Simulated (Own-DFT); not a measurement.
Simulation results for Si₄₇N₆₄ (beta silicon nitride with one vacancy, atoms displaced)

A calculation, not a measurement: plane-wave PBE density functional theory by an unreviewed code, no spin, of a simulated periodic cell, stress positive in tension, free energy of the whole cell less one offset for each atom, some atoms lie very close together, defect cell not probed for a lower state with spin; forces on such cells moved up to 12 meV/angstrom on a denser k mesh; offsets are fitted by least squares, one for each functional and potential file, so energies compare only between cells with the same atoms and settings and are not formation energies; the far tail of each file's local potential was reset to the Coulomb form; each entry is a single point on an unrelaxed cell, so the pressure reflects the starting lattice, mostly measured values (interpolated for alloys), from which strain is counted, and rises with the displacements; printed positions are rounded, which can move forces by about a meV/angstrom; the program, named Own-DFT, is a retired in-house code; no spin-orbit coupling; before rounding, a Quantum ESPRESSO 7.3.1 run of the same cell and cutoff gave forces within 1 meV/angstrom rms on each cell, which checks the program and not the settings. Program: Own-DFT development build.

Common to all runs: functional PBE; potential files PseudoDojo norm-conserving, scalar-relativistic, standard set; wave cutoff 42 hartree; occupations Fermi-Dirac; smearing width 0.1 eV; k mesh 2 x 2 x 4 centred on Gamma.

(1) 
```cif
# cell vector a (Å): 15.2120 0.0000 0.0000
# cell vector b (Å): -7.6060 13.1740 0.0000
# cell vector c (Å): 0.0000 0.0000 5.8180
data_Si47N64
_symmetry_space_group_name_H-M 'P 1'
_symmetry_Int_Tables_number 1
_cell_length_a 15.2120
_cell_length_b 15.2120
_cell_length_c 5.8180
_cell_angle_alpha 90.000
_cell_angle_beta 90.000
_cell_angle_gamma 120.000
_cell_volume 1165.94
loop_
_atom_site_label
_atom_site_type_symbol
_atom_site_fract_x
_atom_site_fract_y
_atom_site_fract_z
_atom_site_occupancy
Si1 Si 0.08153 0.37671 0.12008 1
Si2 Si 0.11677 0.20956 0.11910 1
Si3 Si 0.30092 0.41189 0.10878 1
Si4 Si 0.41603 0.11073 0.37870 1
Si5 Si 0.38725 0.31010 0.38393 1
Si6 Si 0.20202 0.08581 0.36648 1
N1 N 0.16744 0.01320 0.12014 1
N2 N 0.47824 0.14315 0.11189 1
N3 N 0.33924 0.32036 0.15232 1
N4 N 0.32588 0.48211 0.37369 1
N5 N 0.01703 0.34564 0.38369 1
N6 N 0.15024 0.16415 0.36002 1
N7 N 0.16323 0.33125 0.11306 1
N8 N 0.33245 0.16966 0.35947 1
Si7 Si 0.08903 0.38821 0.62829 1
Si8 Si 0.11759 0.19349 0.62609 1
Si9 Si 0.30190 0.41089 0.64483 1
Si10 Si 0.40963 0.11399 0.90105 1
Si11 Si 0.39559 0.29490 0.87540 1
Si12 Si 0.19668 0.08968 0.87566 1
N9 N 0.16162 0.00250 0.62735 1
N10 N 0.47759 0.14271 0.60107 1
N11 N 0.35289 0.33376 0.64441 1
N12 N 0.33827 0.49172 0.86293 1
N13 N 0.00781 0.34956 0.89154 1
N14 N 0.15327 0.16514 0.86648 1
N15 N 0.17437 0.33548 0.60950 1
N16 N 0.33828 0.17279 0.85674 1
Si13 Si 0.08818 0.88742 0.11793 1
Si14 Si 0.12225 0.69789 0.12348 1
Si15 Si 0.29604 0.91768 0.10768 1
Si16 Si 0.40629 0.60254 0.37583 1
Si17 Si 0.37233 0.79092 0.38493 1
Si18 Si 0.19554 0.57954 0.36117 1
N17 N 0.15934 0.51516 0.12095 1
N18 N 0.48086 0.64842 0.12802 1
N19 N 0.34755 0.83127 0.14113 1
N20 N 0.33919 0.98704 0.36456 1
N21 N 0.01374 0.85273 0.38572 1
N22 N 0.15280 0.66238 0.39202 1
N23 N 0.16471 0.83239 0.11880 1
N24 N 0.33245 0.66401 0.35913 1
Si19 Si 0.08998 0.88579 0.65667 1
Si20 Si 0.12067 0.70841 0.64469 1
Si21 Si 0.30142 0.90970 0.65749 1
Si22 Si 0.40883 0.61416 0.89249 1
Si23 Si 0.38972 0.80071 0.87190 1
N25 N 0.15867 0.51336 0.61755 1
N26 N 0.49247 0.65253 0.61853 1
N27 N 0.34507 0.83067 0.63924 1
N28 N 0.32922 0.97935 0.87396 1
N29 N 0.00989 0.83723 0.87454 1
N30 N 0.15131 0.67027 0.88228 1
N31 N 0.15780 0.83205 0.62711 1
N32 N 0.33330 0.66740 0.87671 1
Si24 Si 0.59150 0.38697 0.12375 1
Si25 Si 0.60688 0.20760 0.13159 1
Si26 Si 0.80088 0.41230 0.14462 1
Si27 Si 0.91819 0.12221 0.37712 1
Si28 Si 0.88898 0.29161 0.36470 1
Si29 Si 0.70187 0.08896 0.38788 1
N33 N 0.65797 0.00121 0.14084 1
N34 N 0.99120 0.15841 0.11083 1
N35 N 0.84262 0.32693 0.12807 1
N36 N 0.83972 0.49294 0.37468 1
N37 N 0.51171 0.36066 0.39419 1
N38 N 0.65668 0.17667 0.37446 1
N39 N 0.67263 0.33559 0.11033 1
N40 N 0.84268 0.16762 0.37059 1
Si30 Si 0.58023 0.37748 0.61951 1
Si31 Si 0.61876 0.20716 0.61287 1
Si32 Si 0.79576 0.40688 0.60641 1
Si33 Si 0.91652 0.11288 0.87604 1
Si34 Si 0.87734 0.29066 0.86184 1
Si35 Si 0.70111 0.09256 0.88962 1
N41 N 0.66920 0.01274 0.59917 1
N42 N 0.97955 0.14688 0.63188 1
N43 N 0.85675 0.33395 0.61117 1
N44 N 0.81703 0.48767 0.88142 1
N45 N 0.51288 0.34529 0.87662 1
N46 N 0.65944 0.15949 0.89196 1
N47 N 0.65577 0.32246 0.63053 1
N48 N 0.83040 0.15960 0.90923 1
Si36 Si 0.58518 0.88668 0.11464 1
Si37 Si 0.62042 0.71053 0.14830 1
Si38 Si 0.80166 0.91728 0.10724 1
Si39 Si 0.91625 0.61818 0.34897 1
Si40 Si 0.88561 0.79579 0.36365 1
Si41 Si 0.70219 0.58155 0.36829 1
N49 N 0.67446 0.53001 0.13821 1
N50 N 0.98590 0.65815 0.12709 1
N51 N 0.84839 0.82675 0.11841 1
N52 N 0.83101 0.99219 0.36937 1
N53 N 0.52587 0.86468 0.36272 1
N54 N 0.65937 0.66852 0.38029 1
N55 N 0.66966 0.82669 0.12700 1
N56 N 0.83947 0.67504 0.38046 1
Si42 Si 0.58627 0.88643 0.63006 1
Si43 Si 0.60475 0.69662 0.59440 1
Si44 Si 0.79624 0.91458 0.65120 1
Si45 Si 0.91587 0.61854 0.87846 1
Si46 Si 0.88455 0.79822 0.88778 1
Si47 Si 0.70600 0.58785 0.89364 1
N57 N 0.66560 0.51705 0.62733 1
N58 N 0.98589 0.65621 0.62494 1
N59 N 0.84946 0.83652 0.62209 1
N60 N 0.84442 0.98921 0.89641 1
N61 N 0.51648 0.83612 0.86925 1
N62 N 0.66099 0.66554 0.85684 1
N63 N 0.66086 0.83358 0.62838 1
N64 N 0.84229 0.67478 0.86705 1
_calc_free_energy_of_cell_above_offsets '22.294'  # eV
_calc_pressure 12.47  # GPa
_calc_stress_xx -9.93  # GPa
_calc_stress_yy -16  # GPa
_calc_stress_zz -11.46  # GPa
_calc_stress_yz -0.63  # GPa
_calc_stress_xz -1.83  # GPa
_calc_stress_xy 1.03  # GPa
```

Force:
```csv
element,x (eV/Å),y (eV/Å),z (eV/Å)
Si,0.24,3.96,1.62
Si,1.84,-2.238,0.166
Si,-2.134,-0.227,2.348
Si,-6.773,-0.555,-4.291
Si,0.688,-5.379,2.637
Si,1.549,-0.192,1.367
N,-0.319,1.937,-0.894
N,4.636,2.772,5.421
N,-1.841,3.207,-6.804
N,1.492,-3.511,-0.051
N,-0.356,-0.709,-1.187
N,-0.625,-0.614,1.264
N,2.243,2.934,-0.559
N,1.729,-0.165,0.805
Si,1.005,-0.927,1.199
Si,-3.391,3.58,-3.156
Si,-2.137,0.188,-3.762
Si,-4.314,-1.677,-9.588
Si,-7.86,-0.629,1.829
Si,5.714,-3.254,-1.167
N,-0.104,9.659,0.137
N,5.409,3.115,8.618
N,-0.058,0.889,0.261
N,0.757,-3.767,2.327
N,0.26,-0.528,-3.38
N,-2.499,1.472,2.199
N,-1.599,-2.557,1.326
N,-0.28,-4.962,0.802
Si,-0.803,-3.637,2.626
Si,-2.196,1.441,3.259
Si,0.376,-5.082,7.209
Si,0.014,5.163,0.554
Si,3.537,0.261,-0.919
Si,1.121,1.329,2.543
N,0.104,-3.382,-0.781
N,2.617,0.36,1.583
N,-1.273,2.006,-3.627
N,-0.238,-2.75,1.142
N,1.785,1.254,-1.14
N,-2.175,2.147,-1.17
N,0.902,0.536,0.375
N,0.351,-0.908,1.056
Si,-3.531,-4.948,-4.284
Si,-0.849,-2.847,-1.846
Si,-4.391,-1.743,-8.525
Si,-0.055,3.778,-2.758
Si,-0.55,-3.689,3.597
N,0.509,0.641,-0.832
N,-10.03,-5.55,0.621
N,1.092,0.22,-0.814
N,0.681,6.652,0.924
N,0.662,2.34,2.327
N,1.388,-0.724,-1.638
N,6.188,1.188,-0.027
N,0.472,1.065,-0.303
Si,-0.521,1.621,0.779
Si,4.943,-1.785,-1.318
Si,0.527,1.558,-3.96
Si,1.876,-2.931,-1.62
Si,-0.638,1.646,-0.288
Si,1.854,0.556,-4.508
N,0.763,10.77,-2.059
N,-0.723,-1.068,2.078
N,0.587,0.616,-0.5
N,-0.435,-4.267,0.524
N,2.252,0.197,-4.874
N,0.585,-1.512,-1.41
N,-3.708,-0.09,1.168
N,-5.569,-0.368,0.627
Si,2.41,4.157,2.754
Si,-0.304,-7.082,2.651
Si,-0.642,2.271,3.491
Si,-2.537,2.556,1.296
Si,1.346,-0.428,2.874
Si,11.22,-10.66,-0.259
N,-0.797,0.9,6.647
N,3.825,1.439,-1.104
N,-2.732,0.71,-0.047
N,2.484,-1.874,-0.44
N,5.891,3.338,1.617
N,-14.64,9.693,-1.073
N,0.554,6.378,-0.498
N,0.589,0.938,-1.917
Si,1.982,-6.398,0.671
Si,1.231,-7.054,-3.918
Si,-0.521,-4.529,8.533
Si,-1.658,2.795,6.508
Si,-0.749,3.028,2.791
Si,0.941,7.006,9.57
N,-0.492,-9.86,-5.279
N,3.183,0.017,-2.73
N,-3.399,3.393,2.257
N,1.512,-1.796,0.561
N,-4.3,-3.675,3.448
N,-0.998,-0.325,-1.617
N,-1.833,7.645,-0.981
N,-0.042,-6.06,-0.642
Si,0.728,-0.413,-3.46
Si,9.678,4.928,4.724
Si,-0.355,-1.218,-4.858
Si,-0.499,0.167,-1.972
Si,0.197,-0.533,-5.359
Si,2.038,2.922,-5.805
N,0.24,-3.057,0.416
N,0.582,-1.246,-0.865
N,0.141,0.572,1.001
N,-0.266,0.021,-5.033
N,-1.741,1.696,0.329
N,-4.49,1.712,1.426
N,2.816,-0.22,0.194
N,-1.375,-3.744,0.818
```

(2) 
```cif
# cell vector a (Å): 15.2120 0.0000 0.0000
# cell vector b (Å): -7.6060 13.1740 0.0000
# cell vector c (Å): 0.0000 0.0000 5.8180
data_Si47N64
_symmetry_space_group_name_H-M 'P 1'
_symmetry_Int_Tables_number 1
_cell_length_a 15.2120
_cell_length_b 15.2120
_cell_length_c 5.8180
_cell_angle_alpha 90.000
_cell_angle_beta 90.000
_cell_angle_gamma 120.000
_cell_volume 1165.94
loop_
_atom_site_label
_atom_site_type_symbol
_atom_site_fract_x
_atom_site_fract_y
_atom_site_fract_z
_atom_site_occupancy
Si1 Si 0.09018 0.39280 0.13102 1
Si2 Si 0.11236 0.20012 0.13231 1
Si3 Si 0.29931 0.41064 0.11636 1
Si4 Si 0.41515 0.11320 0.37253 1
Si5 Si 0.38267 0.29693 0.39722 1
Si6 Si 0.20377 0.08743 0.38644 1
N1 N 0.15702 0.02179 0.14429 1
N2 N 0.49475 0.14577 0.14158 1
N3 N 0.34908 0.33836 0.11256 1
N4 N 0.34414 0.49069 0.38022 1
N5 N 0.01088 0.34450 0.37721 1
N6 N 0.15517 0.17001 0.35832 1
N7 N 0.16589 0.33181 0.12410 1
N8 N 0.32621 0.16039 0.36803 1
Si7 Si 0.09879 0.38966 0.63176 1
Si8 Si 0.12256 0.20421 0.61442 1
Si9 Si 0.29616 0.42969 0.62166 1
Si10 Si 0.40986 0.12140 0.90069 1
Si11 Si 0.39135 0.30977 0.86284 1
Si12 Si 0.20947 0.09527 0.87171 1
N9 N 0.16263 0.01387 0.64948 1
N10 N 0.48781 0.14957 0.60284 1
N11 N 0.34930 0.33138 0.61626 1
N12 N 0.32835 0.48498 0.87472 1
N13 N 0.01999 0.34453 0.87401 1
N14 N 0.14894 0.16841 0.86970 1
N15 N 0.17123 0.34265 0.62295 1
N16 N 0.33151 0.17880 0.87356 1
Si13 Si 0.09554 0.88291 0.11138 1
Si14 Si 0.12206 0.70313 0.12045 1
Si15 Si 0.28411 0.90146 0.12441 1
Si16 Si 0.40311 0.60660 0.36351 1
Si17 Si 0.38420 0.80275 0.36635 1
Si18 Si 0.19660 0.58983 0.34617 1
N17 N 0.17174 0.51745 0.11947 1
N18 N 0.48113 0.63775 0.12864 1
N19 N 0.33930 0.82041 0.13914 1
N20 N 0.32670 0.97636 0.36593 1
N21 N 0.01884 0.84848 0.38224 1
N22 N 0.15959 0.67684 0.40132 1
N23 N 0.16619 0.83030 0.14268 1
N24 N 0.33559 0.66051 0.36124 1
Si19 Si 0.08718 0.88267 0.62939 1
Si20 Si 0.11376 0.70387 0.61951 1
Si21 Si 0.29143 0.90380 0.62243 1
Si22 Si 0.41094 0.61524 0.86629 1
Si23 Si 0.38766 0.79989 0.86134 1
Si24 Si 0.21091 0.59362 0.87939 1
N25 N 0.16626 0.51895 0.64065 1
N26 N 0.48584 0.65651 0.62106 1
N27 N 0.36095 0.83951 0.61592 1
N28 N 0.33414 0.97659 0.88281 1
N29 N 0.00909 0.83644 0.87638 1
N30 N 0.15600 0.66867 0.86784 1
N31 N 0.16589 0.83244 0.62420 1
N32 N 0.31818 0.66160 0.87061 1
Si25 Si 0.59531 0.39645 0.14428 1
Si26 Si 0.61341 0.20127 0.10689 1
Si27 Si 0.79179 0.41705 0.13297 1
Si28 Si 0.90528 0.10941 0.35837 1
Si29 Si 0.88768 0.29545 0.38312 1
Si30 Si 0.69490 0.08180 0.36105 1
N33 N 0.66378 0.01727 0.10378 1
N34 N 0.98196 0.14400 0.10547 1
N35 N 0.85082 0.34371 0.10010 1
N36 N 0.83200 0.48625 0.35452 1
N37 N 0.52101 0.35002 0.39295 1
N38 N 0.65200 0.16807 0.38333 1
N39 N 0.66070 0.33175 0.10517 1
N40 N 0.83544 0.15682 0.38169 1
Si31 Si 0.58644 0.37980 0.62248 1
Si32 Si 0.61494 0.19576 0.64696 1
Si33 Si 0.80138 0.41111 0.62776 1
Si34 Si 0.91116 0.09986 0.86231 1
Si35 Si 0.88319 0.29720 0.86116 1
Si36 Si 0.70179 0.09555 0.87262 1
N41 N 0.66263 0.00843 0.63579 1
N42 N 0.97648 0.15245 0.62014 1
N43 N 0.84858 0.33214 0.62209 1
N44 N 0.83637 0.49256 0.89170 1
N45 N 0.52175 0.35618 0.86853 1
N46 N 0.65780 0.16699 0.86174 1
N47 N 0.66346 0.33219 0.63108 1
N48 N 0.83235 0.16500 0.90168 1
Si37 Si 0.59537 0.88002 0.10074 1
Si38 Si 0.79174 0.91216 0.12937 1
Si39 Si 0.91537 0.61249 0.36078 1
Si40 Si 0.88436 0.79088 0.40105 1
Si41 Si 0.70283 0.58780 0.35493 1
N49 N 0.66447 0.51763 0.13938 1
N50 N 0.98108 0.64809 0.10834 1
N51 N 0.84687 0.83073 0.13444 1
N52 N 0.84453 0.98965 0.37946 1
N53 N 0.51690 0.85339 0.36710 1
N54 N 0.65755 0.66528 0.36815 1
N55 N 0.65756 0.83448 0.08823 1
N56 N 0.83144 0.66319 0.38084 1
Si42 Si 0.57446 0.88458 0.62037 1
Si43 Si 0.61278 0.69816 0.61872 1
Si44 Si 0.80243 0.90921 0.62824 1
Si45 Si 0.90645 0.60373 0.85533 1
Si46 Si 0.88467 0.79516 0.87021 1
Si47 Si 0.69722 0.58619 0.86777 1
N57 N 0.66739 0.51236 0.61623 1
N58 N 0.97762 0.63010 0.63761 1
N59 N 0.85325 0.83537 0.63360 1
N60 N 0.84563 0.98999 0.86612 1
N61 N 0.51729 0.84980 0.88243 1
N62 N 0.66006 0.67456 0.88671 1
N63 N 0.67155 0.83615 0.62769 1
N64 N 0.84307 0.67358 0.87307 1
_calc_free_energy_of_cell_above_offsets '20.135'  # eV
_calc_pressure 12.24  # GPa
_calc_stress_xx -13.51  # GPa
_calc_stress_yy -15.36  # GPa
_calc_stress_zz -7.84  # GPa
_calc_stress_yz -1.46  # GPa
_calc_stress_xz -0.01  # GPa
_calc_stress_xy 0.8  # GPa
```

Force:
```csv
element,x (eV/Å),y (eV/Å),z (eV/Å)
Si,0.01,-5.004,-1.01
Si,-1.922,1.072,-3.942
Si,-3.12,0.979,1.52
Si,-2.196,-1.851,0.366
Si,2.948,-1.322,-6.858
Si,-2.118,-1.649,0.574
N,1.5,-2.943,-3.753
N,-6.331,-2.598,-2.494
N,3.651,-1.438,1.809
N,-0.62,-7.696,-1.72
N,3.479,3.078,0.172
N,1.054,-0.698,3.831
N,-0.206,1.665,0.667
N,4.444,2.907,0.322
Si,-5.899,-0.352,0.112
Si,-3.789,1.065,0.766
Si,1.613,-4.125,-0.088
Si,0.929,-1.384,-2.971
Si,0.704,0.041,1.977
Si,-3.616,-1.446,2.965
N,0.388,0.391,-2.193
N,-0.971,-0.594,5.21
N,-4.278,3.283,3.251
N,0.59,1.123,0.516
N,-1.639,0.909,0.22
N,1.075,-0.447,0.063
N,3.75,-3.431,-0.798
N,4.462,-1.264,0.427
Si,-5.958,1.438,2.087
Si,-2.665,-1.507,0.179
Si,6.057,3.704,0.223
Si,4.892,7.614,-0.082
Si,5.572,-3.507,1.611
Si,3.712,0.931,6.338
N,-1.199,0.003,-0.258
N,-1.441,0.217,-1.997
N,-2.899,2.168,-6.027
N,0.375,1.574,1.196
N,-0.191,-0.433,-1.077
N,0.908,-1.637,-6.16
N,-2.026,-2.776,-0.811
N,-5.721,2.921,0.374
Si,-1.413,0.234,0.404
Si,-2.196,-1.378,4.385
Si,1.787,3.138,-0.053
Si,0.945,1.711,2.225
Si,0.058,-2.187,3.393
Si,-10.36,-8.171,-1.8
N,-0.228,-0.148,-3.428
N,-1.652,-1.467,-0.235
N,-2.609,0.822,1.251
N,-0.677,1.846,-0.695
N,3.946,2.961,-0.032
N,-1.522,0.708,1.141
N,-0.688,-1.05,0.626
N,14.13,10.58,-0.833
Si,-1.428,-5.371,-2.045
Si,4.955,3.358,3.289
Si,1.093,-3.915,-4.276
Si,6.063,3.214,0.355
Si,-2.175,-2.018,-3.398
Si,1.667,0.198,1.983
N,-0.624,-0.853,1.823
N,0.688,0.266,2.367
N,1.066,-1.245,2.489
N,0.418,-0.07,5.816
N,-4.181,-1.784,-4.699
N,0.431,-0.377,-1.728
N,1.086,0.718,0.917
N,-8.117,3.868,-0.079
Si,1.953,3.049,2.816
Si,-2.905,3.757,-7.467
Si,-3.75,1.111,-0.075
Si,-0.632,13.56,0.433
Si,3.015,-0.877,3.654
Si,7.585,-6.032,-0.739
N,-0.811,3.464,-1.655
N,3.885,0.983,-2.013
N,-0.078,0.441,-1.143
N,-1.558,-10.56,-1.765
N,-1.837,-0.585,2.995
N,-4.714,3.046,4.27
N,4.16,-1.178,0.038
N,0.142,0.529,-1.602
Si,-12.4,6.423,4.177
Si,0.593,-2.093,-0.719
Si,-1.408,1.243,1.07
Si,-0.145,1.153,-4.233
Si,0.741,2.407,6.472
N,0.486,-0.409,-5.91
N,3.337,0.968,1.209
N,0.353,0.657,0.034
N,-0.69,-6.765,-0.422
N,-1.078,-0.362,-1.752
N,-2.623,1.534,2.395
N,15.36,-3.382,0.327
N,2.346,-0.153,-0.195
Si,4.45,-0.195,0.204
Si,1.629,1.306,0.26
Si,-2.438,1.943,-0.66
Si,-1.389,9.421,3.743
Si,-1.863,0.791,3.939
Si,1.642,1.415,-0.405
N,-0.123,0.245,0.348
N,3.648,2.547,-6.268
N,0.682,-0.078,-0.42
N,-1.677,-13.7,1.173
N,-3.851,-1.538,-2.494
N,-0.838,-0.578,-2.411
N,-1.369,-0.933,-0.572
N,-1.605,-5.15,-0.341
```

(3) 
```cif
# cell vector a (Å): 15.2120 0.0000 0.0000
# cell vector b (Å): -7.6060 13.1740 0.0000
# cell vector c (Å): 0.0000 0.0000 5.8180
data_Si47N64
_symmetry_space_group_name_H-M 'P 1'
_symmetry_Int_Tables_number 1
_cell_length_a 15.2120
_cell_length_b 15.2120
_cell_length_c 5.8180
_cell_angle_alpha 90.000
_cell_angle_beta 90.000
_cell_angle_gamma 120.000
_cell_volume 1165.94
loop_
_atom_site_label
_atom_site_type_symbol
_atom_site_fract_x
_atom_site_fract_y
_atom_site_fract_z
_atom_site_occupancy
Si1 Si 0.09058 0.38705 0.13211 1
Si2 Si 0.10811 0.20169 0.14343 1
Si3 Si 0.29425 0.41022 0.12506 1
Si4 Si 0.42340 0.11473 0.38726 1
Si5 Si 0.37328 0.28596 0.37864 1
Si6 Si 0.20514 0.08729 0.38017 1
N1 N 0.15451 0.00972 0.13238 1
N2 N 0.47995 0.15042 0.11134 1
N3 N 0.35151 0.33153 0.12479 1
N4 N 0.33500 0.47116 0.36953 1
N5 N 0.01043 0.35575 0.35301 1
N6 N 0.15043 0.15880 0.37693 1
N7 N 0.17275 0.34274 0.10773 1
N8 N 0.32784 0.15958 0.37245 1
Si7 Si 0.08959 0.38752 0.60785 1
Si8 Si 0.11285 0.20324 0.63792 1
Si9 Si 0.30361 0.40863 0.64878 1
Si10 Si 0.40793 0.10792 0.86703 1
Si11 Si 0.38475 0.30471 0.86036 1
Si12 Si 0.20617 0.09208 0.87234 1
N9 N 0.17241 0.02223 0.63701 1
N10 N 0.48509 0.14885 0.64233 1
N11 N 0.35043 0.34208 0.62711 1
N12 N 0.33810 0.47789 0.87427 1
N13 N 0.02254 0.35666 0.86274 1
N14 N 0.15717 0.17721 0.87561 1
N15 N 0.18013 0.34798 0.63467 1
N16 N 0.33206 0.16636 0.88752 1
Si13 Si 0.08447 0.87802 0.15019 1
Si14 Si 0.11137 0.70165 0.13338 1
Si15 Si 0.30291 0.91900 0.13800 1
Si16 Si 0.40636 0.60959 0.36831 1
Si17 Si 0.37955 0.79370 0.38805 1
Si18 Si 0.19877 0.58365 0.37461 1
N17 N 0.15614 0.51092 0.12236 1
N18 N 0.48300 0.65428 0.12350 1
N19 N 0.34439 0.83464 0.12819 1
N20 N 0.33639 0.98701 0.33847 1
N21 N 0.01920 0.85196 0.36191 1
N22 N 0.15355 0.66396 0.39452 1
N23 N 0.16777 0.83111 0.13305 1
N24 N 0.33163 0.66874 0.38587 1
Si19 Si 0.09055 0.88581 0.62272 1
Si20 Si 0.12120 0.70963 0.62042 1
Si21 Si 0.28037 0.90121 0.63948 1
Si22 Si 0.42306 0.61260 0.85856 1
Si23 Si 0.37954 0.79504 0.88305 1
Si24 Si 0.19016 0.58741 0.84696 1
N25 N 0.16662 0.51920 0.62332 1
N26 N 0.49816 0.66152 0.65744 1
N27 N 0.35905 0.83401 0.63921 1
N28 N 0.34286 0.99386 0.87169 1
N29 N 0.02130 0.85755 0.88939 1
N30 N 0.15264 0.66927 0.88527 1
N31 N 0.17472 0.84220 0.62564 1
N32 N 0.33158 0.67506 0.89402 1
Si25 Si 0.58004 0.37381 0.10258 1
Si26 Si 0.61115 0.19331 0.11129 1
Si27 Si 0.79983 0.42273 0.12314 1
Si28 Si 0.90730 0.12452 0.37748 1
Si29 Si 0.87915 0.29316 0.35160 1
Si30 Si 0.70121 0.09102 0.37848 1
N33 N 0.67487 0.02865 0.13754 1
N34 N 0.97469 0.14811 0.12176 1
N35 N 0.84669 0.33817 0.13195 1
N36 N 0.83245 0.48739 0.40138 1
N37 N 0.51391 0.34578 0.38508 1
N38 N 0.65165 0.15670 0.37748 1
N39 N 0.66380 0.34049 0.12635 1
N40 N 0.83260 0.16687 0.36782 1
Si31 Si 0.59046 0.39498 0.62870 1
Si32 Si 0.61118 0.20330 0.64586 1
Si33 Si 0.80106 0.41177 0.65600 1
Si34 Si 0.91508 0.11714 0.86751 1
Si35 Si 0.89182 0.29721 0.86207 1
Si36 Si 0.70379 0.09727 0.85406 1
N41 N 0.66486 0.01381 0.61437 1
N42 N 0.98724 0.15107 0.60832 1
N43 N 0.86245 0.34305 0.60034 1
N44 N 0.83039 0.48140 0.87927 1
N45 N 0.51529 0.35399 0.86758 1
N46 N 0.64248 0.16044 0.87130 1
N47 N 0.66096 0.32251 0.64149 1
N48 N 0.82512 0.16807 0.85541 1
Si37 Si 0.58929 0.88861 0.13347 1
Si38 Si 0.61837 0.69826 0.13866 1
Si39 Si 0.79875 0.91939 0.13986 1
Si40 Si 0.88385 0.79932 0.36006 1
Si41 Si 0.70815 0.58471 0.36311 1
N49 N 0.67804 0.52068 0.12296 1
N50 N 0.98816 0.65734 0.11913 1
N51 N 0.84886 0.83726 0.13307 1
N52 N 0.83241 0.98472 0.38089 1
N53 N 0.50852 0.83977 0.36891 1
N54 N 0.64832 0.66971 0.37001 1
N55 N 0.66233 0.83146 0.13622 1
N56 N 0.83855 0.66183 0.39108 1
Si42 Si 0.59006 0.88511 0.62669 1
Si43 Si 0.62525 0.70235 0.63192 1
Si44 Si 0.79788 0.90506 0.61409 1
Si45 Si 0.91594 0.62136 0.87637 1
Si46 Si 0.89128 0.79021 0.87723 1
Si47 Si 0.69697 0.58124 0.86674 1
N57 N 0.66533 0.52501 0.59991 1
N58 N 0.98134 0.65611 0.63059 1
N59 N 0.84932 0.83077 0.63989 1
N60 N 0.82041 0.98751 0.86966 1
N61 N 0.50946 0.83741 0.87167 1
N62 N 0.65123 0.66529 0.88035 1
N63 N 0.66643 0.83568 0.64807 1
N64 N 0.83421 0.66827 0.87233 1
_calc_free_energy_of_cell_above_offsets '20.273'  # eV
_calc_pressure 11.93  # GPa
_calc_stress_xx -12.77  # GPa
_calc_stress_yy -11.28  # GPa
_calc_stress_zz -11.73  # GPa
_calc_stress_yz -0.43  # GPa
_calc_stress_xz 0.51  # GPa
_calc_stress_xy 0.22  # GPa
```

Force:
```csv
element,x (eV/Å),y (eV/Å),z (eV/Å)
Si,-0.603,-0.92,-3.225
Si,2.177,0.956,-1.988
Si,3.786,0.107,-0.464
Si,-3.694,-0.369,-2.813
Si,1.987,2.215,-0.88
Si,-0.806,-3.307,-1.537
N,1.048,2.32,-0.51
N,2.469,0.865,2.251
N,-1.33,0.656,-0.246
N,-0.209,4.89,2.95
N,2.193,-0.859,2.396
N,-3.94,3.028,0.812
N,-2.982,-5.265,1.474
N,3.738,1.676,0.898
Si,0.512,-0.19,0.7
Si,2.452,2.52,-2.14
Si,-5.936,4.757,-4.691
Si,-1.917,7.638,2.012
Si,1.27,-3.397,3.493
Si,-1.327,-0.828,3.628
N,-0.478,-3.398,-1.948
N,-0.169,-0.229,-2.6
N,7.314,-6.037,-2.07
N,0.464,4.475,2.326
N,-0.613,-1.329,0.836
N,-0.497,-1.427,2.006
N,-4.488,-5.03,-1.2
N,1.332,2.309,-1.272
Si,4.847,3.046,-8.317
Si,1.249,0.059,0.495
Si,-1.263,-6.506,-9.085
Si,1.072,0.707,0.427
Si,0.665,1.813,-2.365
Si,1.166,1.066,-2.092
N,0.401,4.142,-0.461
N,1.348,-1.22,0.814
N,1.556,-0.458,0.961
N,0.304,5.775,11.98
N,-4.725,-1.929,9.062
N,-1.868,1.321,-2.266
N,0.293,1.624,0.194
N,0.692,-3.954,-0.193
Si,-2.623,1.169,1.365
Si,-3.102,-2.738,2.214
Si,18.29,12.56,0.207
Si,-5.416,-0.836,6.399
Si,1.968,2.528,2.342
Si,4.498,1.439,6.528
N,-0.048,-3.183,-2.524
N,0.464,-0.792,-7.367
N,-5.815,2.803,-2.014
N,-1.409,-11.24,-0.535
N,-0.048,-0.974,-2.242
N,-2.39,1.554,-1.596
N,-13.63,-10.44,-0.905
N,1.105,-7.858,-1.211
Si,-1.364,2.897,5.676
Si,-1.407,2.982,4.556
Si,-0.709,-1.772,5.464
Si,4.417,-4.418,-0.56
Si,-0.054,1.797,2.127
Si,5.23,-3.942,0.51
N,-0.599,-3.951,-4.56
N,2.387,1.576,1.011
N,0.314,-0.414,-4.173
N,-0.38,-1.436,-1.184
N,-1.07,-0.075,-1.436
N,-9.259,6.206,0.266
N,4.906,-3.551,-0.194
N,-3.463,1.674,0.273
Si,1.329,-2.916,-2.785
Si,1.466,-2.185,-4.309
Si,-0.64,-1.988,-6.388
Si,-3.136,-1.877,-1.242
Si,-2.246,2.255,-0.173
Si,0.513,-5.893,2.2
N,-0.369,1.407,1.528
N,-1.673,-0.046,1.73
N,-0.638,-0.785,3.297
N,0.218,4.625,0.732
N,-1.553,0.235,-1.718
N,0.731,-0.232,0.056
N,-0.396,7.042,0.123
N,5.108,2.365,0.117
Si,-1.102,-0.508,-1.615
Si,-5.181,3.129,-4.957
Si,-1.44,-2.026,-3.897
Si,2.457,-2.66,3.847
Si,0.851,4.356,-1.427
N,-1.652,-3.7,-2.573
N,-1.189,-0.812,-0.819
N,0.089,0.221,-2.616
N,0.543,2.379,1.129
N,1.384,1.971,1.237
N,4.743,-3.039,4.406
N,2.085,0.872,0.125
N,-1.433,2.38,-0.716
Si,-2.695,-1.824,0.061
Si,-2.793,2.433,-0.324
Si,-2.531,2.367,3.035
Si,0.244,-1.621,0.906
Si,-2.388,4.054,0.481
Si,1.601,3.211,0.84
N,-0.465,-3.941,4.918
N,3.208,1.647,-0.471
N,1.366,-0.312,-1.937
N,2.55,-0.144,0.319
N,1.339,3.03,1.154
N,1.397,-1.191,0.95
N,2.983,-1.606,-1.203
N,-0.965,-3.547,0.19
```
